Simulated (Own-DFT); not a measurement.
# What a defect does to the pressure of its cell: zincblende GaAs

Everything here is calculated. The program is Own-DFT (plane waves, in-house, since retired, never reviewed by a person); positions were held fixed, and spin and spin-orbit coupling were off.

All runs used: PBE; PseudoDojo norm-conserving scalar-relativistic files; cutoff 42 hartree; 3 x 3 x 3 k mesh centred on Gamma; Fermi-Dirac smearing of 0.1 eV.

Limits (not all hold for every row): not probed for a lower state with spin; forces on such cells failed a check on a denser k mesh; forces not confirmed at this smearing and k mesh; forces on such cells passed a denser k mesh, each cell not checked; stress not checked against mesh or cutoff.

All runs share one cell, with vectors in Å (11.307, 0.000, 0.000); (0.000, 11.307, 0.000); (0.000, 0.000, 11.307) and a volume of 1445.4 Å³. Atoms were moved at random from their sites; u is the rms move along one axis. The defect's site can differ from row to row.

| cell | formula | u (Å) | P (GPa) |
|---|---|---|---|
| no defect | As32Ga32 | 0.0197 | 3.50 |
| no defect | As32Ga32 | 0.0204 | 3.53 |
| no defect | As32Ga32 | 0.0496 | 3.90 |
| one As on a Ga site and one Ga on an As site | As32Ga32 | 0.0280 | ? |
| one As on a Ga site and one Ga on an As site | As32Ga32 | 0.0308 | 3.92 |
| one As on a Ga site and one Ga on an As site | As32Ga32 | 0.0474 | 4.16 |
| one As on a Ga site and one Ga on an As site | As32Ga32 | 0.0517 | 4.37 |
| one In on a Ga site | As32Ga31In | 0.0304 | 4.26 |
| one In on a Ga site | As32Ga31In | 0.0317 | 4.30 |
| one In on a Ga site | As32Ga31In | 0.0550 | 4.67 |
| two As vacancies | As30Ga32 | 0.0297 | 3.24 |
| two As vacancies | As30Ga32 | 0.0477 | 3.53 |
| two As vacancies | As30Ga32 | 0.0495 | 3.60 |
| two As on a Ga site each | As34Ga30 | 0.0288 | 4.76 |
| two As on a Ga site each | As34Ga30 | 0.0293 | 4.76 |
| two As on a Ga site each | As34Ga30 | 0.0302 | 4.77 |

## Fit

P = P0 + c u² + a shift for each defect gives P0 = 3.42 GPa, c = 204 ± 12 GPa/Å² and a scatter of 0.04 GPa. The shifts, and each times the cell's volume:

- two As on a Ga site each: 1.16 ± 0.03 GPa, 10.5 eV (5.3 eV for each of its 2 sites)
- one In on a Ga site: 0.65 ± 0.03 GPa, 5.8 eV
- one As on a Ga site and one Ga on an As site: 0.33 ± 0.03 GPa, 3.0 eV
- two As vacancies: -0.35 ± 0.03 GPa, -3.2 eV (-1.6 eV for each of its 2 sites)

Positive is outwards. The product with the volume (160.2 GPa Å³ to the eV) is nearly free of the cell's size; divided by the bulk modulus at the cell's pressure it gives the volume that the defect adds. The atoms around the defects weren't relaxed, which would change these numbers.

## Withheld run

Asked: what pressure belongs in the blank (one As on a Ga site and one Ga on an As site, u = 0.0280 Å)?

The fit gives 3.91 ± 0.04 GPa. The run itself gave 3.91 GPa.
